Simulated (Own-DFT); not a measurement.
## Calculated data, Si12O23 (quartz with two neutral oxygen vacancies, strained, atoms displaced)

A calculation, not a measurement: plane-wave PBE and HSE06 DFT by an unreviewed code, no spin, of a simulated cell at Gamma alone, so results move with cell size and shape, stress positive in tension, energies less offsets, not probed for a lower state with spin; oxygen file: force components 24 meV/angstrom off all-electron in a glass; k mesh not checked against a denser one; forces and stress are PBE's, HSE06 gives the energy alone, and its difference from PBE has offsets of its own; offsets are fitted by least squares, one for each functional and potential file, so energies compare only between cells with the same atoms and settings and are not formation energies; the far tail of each file's local potential was reset to the Coulomb form; each entry is a single point on an unrelaxed cell, so the pressure reflects the starting lattice, mostly measured values (interpolated for alloys), from which strain is counted, and rises with the displacements; printed positions are rounded, which can move forces by about a meV/angstrom; the program, named Own-DFT, is a retired in-house code; no spin-orbit coupling. Program: Own-DFT development build.

```yaml
- formula: Si12O23
  kind: "quartz with two neutral oxygen vacancies, strained, atoms displaced"
  structure:
    cell_angstrom:
      - [9.7792, 0.1242, -0.1536]
      - [-4.7821, 8.4769, 0.2121]
      - [-0.169, 0.1719, 10.6462]
    atoms_fractional:
      - [Si, 0.23644, 0.0011, 0.99909]
      - [Si, 0.00693, 0.24013, 0.33156]
      - [Si, 0.27275, 0.27016, 0.16517]
      - [O, 0.20773, 0.13467, 0.06005]
      - [O, 0.42375, 0.28939, 0.2301]
      - [O, 0.36948, 0.07241, 0.39274]
      - [O, 0.07042, 0.363, 0.44469]
      - [O, 0.1363, 0.20716, 0.27768]
      - [O, 0.29481, 0.42503, 0.11275]
      - [Si, 0.23519, 0.99852, 0.49968]
      - [Si, 0.9932, 0.22897, 0.83704]
      - [Si, 0.26227, 0.26607, 0.66712]
      - [O, 0.20419, 0.13333, 0.55889]
      - [O, 0.42519, 0.28953, 0.72884]
      - [O, 0.35691, 0.06641, 0.89326]
      - [O, 0.07291, 0.3698, 0.93235]
      - [O, 0.13702, 0.20446, 0.77601]
      - [O, 0.28869, 0.4271, 0.60053]
      - [Si, 0.23454, 0.50357, 0.00101]
      - [Si, 0.99588, 0.73164, 0.32726]
      - [Si, 0.26736, 0.76281, 0.16725]
      - [O, 0.20216, 0.63241, 0.05836]
      - [O, 0.42613, 0.79689, 0.2251]
      - [O, 0.36675, 0.56973, 0.38756]
      - [O, 0.06877, 0.86567, 0.44322]
      - [O, 0.13395, 0.70563, 0.27769]
      - [O, 0.29347, 0.925, 0.10462]
      - [Si, 0.23145, 0.50085, 0.50153]
      - [Si, 0.00063, 0.7377, 0.83367]
      - [Si, 0.26969, 0.7666, 0.66563]
      - [O, 0.20223, 0.62583, 0.56073]
      - [O, 0.43071, 0.79321, 0.73144]
      - [O, 0.35978, 0.57159, 0.89115]
      - [O, 0.07079, 0.86314, 0.93728]
      - [O, 0.13018, 0.70423, 0.77178]
      - [O, 0.29083, 0.92538, 0.61092]
      - [Si, 0.73222, 0.00384, 0.99782]
      - [Si, 0.50155, 0.23547, 0.33555]
      - [Si, 0.76005, 0.25693, 0.16481]
      - [O, 0.70822, 0.13699, 0.05691]
      - [O, 0.92693, 0.29893, 0.22637]
      - [O, 0.86085, 0.07144, 0.38954]
      - [O, 0.57246, 0.37113, 0.44414]
      - [O, 0.62859, 0.20398, 0.27133]
      - [O, 0.79358, 0.42619, 0.10169]
      - [Si, 0.74217, 0.00511, 0.5003]
      - [Si, 0.50661, 0.24165, 0.83302]
      - [Si, 0.76568, 0.26737, 0.66318]
      - [O, 0.92249, 0.29367, 0.7279]
      - [O, 0.87431, 0.07972, 0.89676]
      - [O, 0.57507, 0.36617, 0.93836]
      - [O, 0.62705, 0.20922, 0.7703]
      - [O, 0.79411, 0.42202, 0.60547]
      - [Si, 0.74226, 0.50203, 0.00131]
      - [Si, 0.49074, 0.73181, 0.3284]
      - [Si, 0.76023, 0.76212, 0.17311]
      - [O, 0.7062, 0.62772, 0.0665]
      - [O, 0.93341, 0.79924, 0.2287]
      - [O, 0.86498, 0.57214, 0.39301]
      - [O, 0.57249, 0.86443, 0.44216]
      - [O, 0.64146, 0.71199, 0.27509]
      - [O, 0.79597, 0.92734, 0.10783]
      - [Si, 0.73753, 0.50147, 0.49426]
      - [Si, 0.50026, 0.73351, 0.83228]
      - [Si, 0.761, 0.76265, 0.67099]
      - [O, 0.70505, 0.63212, 0.5631]
      - [O, 0.9256, 0.78835, 0.72825]
      - [O, 0.86549, 0.57852, 0.89152]
      - [O, 0.57619, 0.8658, 0.94607]
      - [O, 0.63617, 0.70755, 0.77612]
  settings:
    first_functional: PBE
    second_functional: HSE06
    exact_exchange_share: 0.25
    "screening [1/bohr]": 0.11
    exchange_divergence: Gygi-Baldereschi
    potential_files: "PseudoDojo norm-conserving, scalar-relativistic, made for PBE, standard set"
    "wave_cutoff [hartree]": 48.0
    occupations: fixed
    k_mesh: "1 x 1 x 1 centred on Gamma"
  results:
    "PBE_energy_of_cell_above_offsets [eV]": "-17.425"
    "HSE06_less_PBE_above_offsets [eV]": "-0.320"
    "PBE_pressure [GPa]": 11.84
    "PBE_stress_xx [GPa]": -13.44
    "PBE_stress_yy [GPa]": -8.32
    "PBE_stress_zz [GPa]": -13.75
    "PBE_stress_yz [GPa]": 7.64
    "PBE_stress_xz [GPa]": -6.14
    "PBE_stress_xy [GPa]": 3.92
    force_element: [Si, Si, Si, O, O, O, O, O, O, Si, Si, Si, O, O, O, O, O, O, Si, Si, Si, O, O, O, O, O, O, Si, Si, Si, O, O, O, O, O, O, Si, Si, Si, O, O, O, O, O, O, Si, Si, Si, O, O, O, O, O, Si, Si, Si, O, O, O, O, O, O, Si, Si, Si, O, O, O, O, O]
    "force_x [eV/angstrom]": [-3.454, -0.577, -1.628, -0.301, 0.798, -0.118, -0.308, 1.537, -1.9, -2.312, 4.07, 0.998, 0.217, -2.706, 2.839, 0.678, -1.976, 3.617, -0.627, 3.651, -4.062, -0.396, 0.32, -1.333, 0.576, 1.576, 1.245, -0.818, 2.975, -1.154, -1.577, -3.263, 1.062, 0.523, 1.517, 0.818, 2.241, 0.828, -0.305, -0.791, -0.335, 1.832, -0.357, 1.1, 3.699, -1.501, -1.671, 0.322, 1.083, -2.238, 0.496, 3.645, -1.078, -4.564, 5.389, 3.395, -0.515, -4.177, 1.359, -0.298, -4.332, -0.344, -2.33, 2.847, 0.358, 0.476, -2.665, 0.18, -1.022, -1.23]
    "force_y [eV/angstrom]": [-0.611, -1.434, -5.664, 0.502, 1.452, -0.712, 0.108, 0.093, 4.573, 0.757, 4.602, -1.349, 0.266, 1.447, 2.989, 1.336, -0.168, -1.755, -2.171, 0.338, -0.934, 0.804, 1.616, -1.27, -0.733, -0.249, -0.639, 0.197, -1.303, -3.174, 3.396, 1.805, 0.603, 2.172, -0.006, 1.266, -0.827, 0.259, 2.184, -0.441, 0.283, 1.753, -1.612, -0.194, -3.059, -1.868, -3.175, -6.288, 0.442, -5.079, 1.678, -0.84, 4.228, 1.514, 0.984, 1.057, 0.746, 1.514, 0.482, -0.374, -1.612, 0.671, 0.738, -0.889, 2.706, -1.033, 1.696, -1.063, -1.605, -1.123]
    "force_z [eV/angstrom]": [-0.68, 1.935, 1.35, 0.303, -0.946, 0.652, -0.494, -1.156, -2.162, -1.351, -2.868, -0.439, -0.005, -2.867, -2.759, 1.842, 1.073, 4.071, -1.278, 5.87, -0.843, 0.863, -2.043, 0.963, -0.954, -0.862, 1.911, -5.455, 1.233, 1.335, 1.562, -4.046, -0.254, 2.209, -0.508, 0.175, 0.451, 2.373, 1.154, -0.837, -0.87, -1.999, -1.48, -0.133, 4.568, 4.034, 2.877, 0.15, 0.074, 2.354, 1.654, -1.299, -1.752, -4.042, 4.575, -4.075, 0.327, -4.407, -1.919, -0.897, 3.755, -0.185, 2.969, 4.743, -4.107, -0.783, -3.279, 0.136, -1.659, 2.139]
```
